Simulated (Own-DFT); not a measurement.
# Shaking the atoms of beta-Si3N4, 112 atoms (N64Si48)

All numbers below are calculated, not measured. They come from Own-DFT, an in-house plane-wave density functional program, since retired, whose code no person has reviewed. Each row is one single-point run on a periodic cell that was not relaxed, without spin or spin-orbit coupling.

Settings of every run: PBEsol; PseudoDojo norm-conserving scalar-relativistic files, made for PBE; cutoff 42 hartree; 2 x 2 x 4 k mesh centred on Gamma; Fermi-Dirac smearing of 0.1 eV.

Known limits, some of them of some rows only: some atoms lie very close together; forces on such cells moved up to 12 meV/angstrom on a denser k mesh; stress not checked against mesh or cutoff.

Cell vectors in Å: (15.212, 0.000, 0.000); (-7.606, 13.174, 0.000); (0.000, 0.000, 5.818). In each run every atom was moved at random and independently from its ideal site; u is the rms move along one axis. E is the free energy for each atom above the fitted value at u = 0, and F the rms of the force components.

```
run   u (Å)  E (meV/atom)  F (eV/Å)  largest force (eV/Å)  P (GPa)
  1  0.0201          19.5     0.916                  3.26     3.16
  2  0.0209          20.5     0.923                  3.10     3.18
  3  0.0517         140.3     2.339                  9.03     6.70
  4  0.0518         120.4     2.019                  7.29     5.32
  5  0.0965         484.3     4.912                 20.10    14.96
  6  0.0997             ?         ?                     ?        ?
  7  0.1028         452.8     4.468                 24.19    14.76
  8  0.1652        1355.6     9.274                 53.54    37.61
```

## Worked fit

For small independent moves the energy grows as E = (3/2) K u², with K the mean stiffness felt by one atom. The runs with u up to 0.11 Å give K = 31.9 ± 1.6 eV/Å², with residuals divided by u² + 0.0006 Å², since the noise grows with the moves. The scatter is 11.8 meV/atom at u = 0.05 Å. The forces follow F = G u with G = 44.8 eV/Å²; no force at u = 0 is resolved. G exceeds K because the moves of its neighbours add to the force on an atom, and stiffness differs between atoms. At u = 0.165 Å the parabola gives 1306 meV/atom and the run 1356. The pressure follows P = 2.74 + 1214 u² GPa: at fixed volume, shortened bonds push harder than stretched ones pull.

## Withheld run

Question: what energy and rms force should run 6 give?

The fit gives 476 ± 47 meV/atom and about 4.47 eV/Å. The calculation gave 485.0 meV/atom and 4.934 eV/Å.
